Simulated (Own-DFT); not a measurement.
# Stretching a layer in its plane: diamond-structure GeSn with randomly placed atoms, 64 atoms (Ge52Sn12)

Everything here is calculated. The program is Own-DFT (plane waves, in-house, since retired, never reviewed by a person); positions were held fixed, and spin and spin-orbit coupling were off.

All runs used: PBE; PseudoDojo norm-conserving scalar-relativistic files; cutoff 49 hartree; 3 x 3 x 3 k mesh centred on Gamma; Fermi-Dirac smearing of 0.1 eV.

Known weak points: forces on such cells moved up to 12 meV/angstrom on a denser k mesh; stress not checked against mesh or cutoff.

Unstrained cell vectors in Å: (11.628, 0.000, 0.000); (0.000, 11.628, 0.000); (0.000, 0.000, 11.628). The unstrained cell has measured lattice constants (interpolated for alloys), not those of this functional. That, the random moves and any unrelaxed bonds set the pressure at no strain. Each run strains x and y alike by e, as a substrate would, and holds the height along z. Random moves of width 0.05 Å per axis were added to every atom. The random placing of the alloy's atoms differs from row to row. Stress is positive in tension.

| e (%) | u (Å) | (s_xx + s_yy)/2 (GPa) | s_zz (GPa) |
|---|---|---|---|
| -2.75 | 0.050 | -10.65 | -8.97 |
| -2.00 | 0.053 | -9.44 | -8.21 |
| -1.75 | 0.051 | -8.61 | -7.89 |
| -1.50 | 0.046 | -8.55 | -7.48 |
| -0.50 | 0.052 | -6.31 | -6.16 |
| -0.25 | 0.049 | ? | ? |
| 0.25 | 0.052 | -5.25 | -5.38 |
| 1.75 | 0.046 | -2.74 | -3.67 |
| 2.25 | 0.047 | -1.93 | -2.99 |
| 3.00 | 0.053 | -0.87 | -2.34 |

## Working it out

With e as a fraction, the in-plane stress is -5.6 + 173 e - 473 e² GPa (errors 3 and 198, scatter 0.16), and s_zz is -5.7 + 119 e - 199 e² GPa (slope ± 2, scatter 0.09). At e = 0 the first slope is C11 + C12 and the second 2 C12, both with the ions held to the strained lattice and at the cell's own pressure. A free layer would change its height as e changes, and the in-plane slope would drop by 2 C12²/C11 to the biaxial modulus. At fixed height, a misfit of 1 % moves the in-plane stress by about 1.7 GPa and s_zz by 1.2 GPa.

## Withheld run

The question: what are the two stresses at e = -0.25 %?

The fit gives -6.1 and -6.0 GPa. The hidden result is -5.59 and -5.62 GPa. That is outside the usual scatter, by luck or through something left out of the fit.
